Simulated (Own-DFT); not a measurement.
# Strain and stress in wurtzite AlGaN with randomly placed atoms, 72 atoms (Al27Ga9N36)

All numbers below are calculated, not measured. They come from Own-DFT, an in-house plane-wave density functional program, since retired, whose code no person has reviewed. Each row is one single-point run on a periodic cell that was not relaxed, without spin or spin-orbit coupling.

Settings of every run: PBE; PseudoDojo norm-conserving scalar-relativistic files (stringent for Ga); cutoff 96 hartree; 4 x 4 x 3 k mesh centred on Gamma; Gaussian smearing of 0.01 eV.

Known limits: forces on such cells passed a denser k mesh, each cell not checked; stress not checked against mesh or cutoff.

Unstrained cell vectors in Å: (9.394, 0.000, 0.000); (-4.697, 8.135, 0.000); (0.000, 0.000, 10.066). The unstrained cell has measured lattice constants (interpolated for alloys), not those of this functional. That, the random moves and any unrelaxed bonds set the pressure at no strain. Each run strains this cell uniformly, with the atoms carried along. Every atom was also moved at random, by a Gaussian of width 0.05 Å on each axis. The random placing of the alloy's atoms differs from row to row. Strain is the symmetric tensor, in per cent. Stress is positive in tension, and the pressure is minus a third of its trace.

```
run  e_xx (%)  e_yy (%)  e_zz (%)  s_xx (GPa)  s_yy (GPa)  s_zz (GPa)  P (GPa)  E (meV/atom)
  1     -1.00     -1.00      0.00      -11.02      -11.85       -7.47    10.11           0.0
  2     -0.25     -0.25      0.00      -10.01       -7.15       -7.97     8.37          38.0
  3      1.25      1.25      0.00       -0.87        0.03       -5.12     1.99          26.6
  4     -2.75     -2.75      0.00      -26.07      -25.12      -10.72    20.64          85.2
  5      2.75      2.75      0.00        7.14        6.28       -3.89    -3.18          39.0
  6     -3.00     -3.00      0.00      -25.63      -23.14      -12.58    20.45          50.7
  7     -1.75     -1.75      0.00      -18.10      -16.59       -9.87    14.85          43.3
  8     -1.50     -1.50      0.00      -16.33      -16.87       -8.12    13.77          45.3
  9      0.75      0.75      0.00           ?           ?           ?        ?             ?
```

E is the free energy for each atom above the lowest run shown.

## Worked fit

The change of volume is close to e_xx + e_yy + e_zz. A straight line through the runs shown gives P = 7.65 - 212 x (fractional change of volume) GPa, with an error of 10 on the slope and a scatter of 1.05 GPa. The strain isn't the same on all axes and the cell isn't cubic, so the slope belongs to this path and is not the bulk modulus.

## Withheld run

Question: what pressure should run 9 give? Its volume changes by 1.51 %.

The line gives 4.5 GPa. The calculation gave 2.97 GPa.
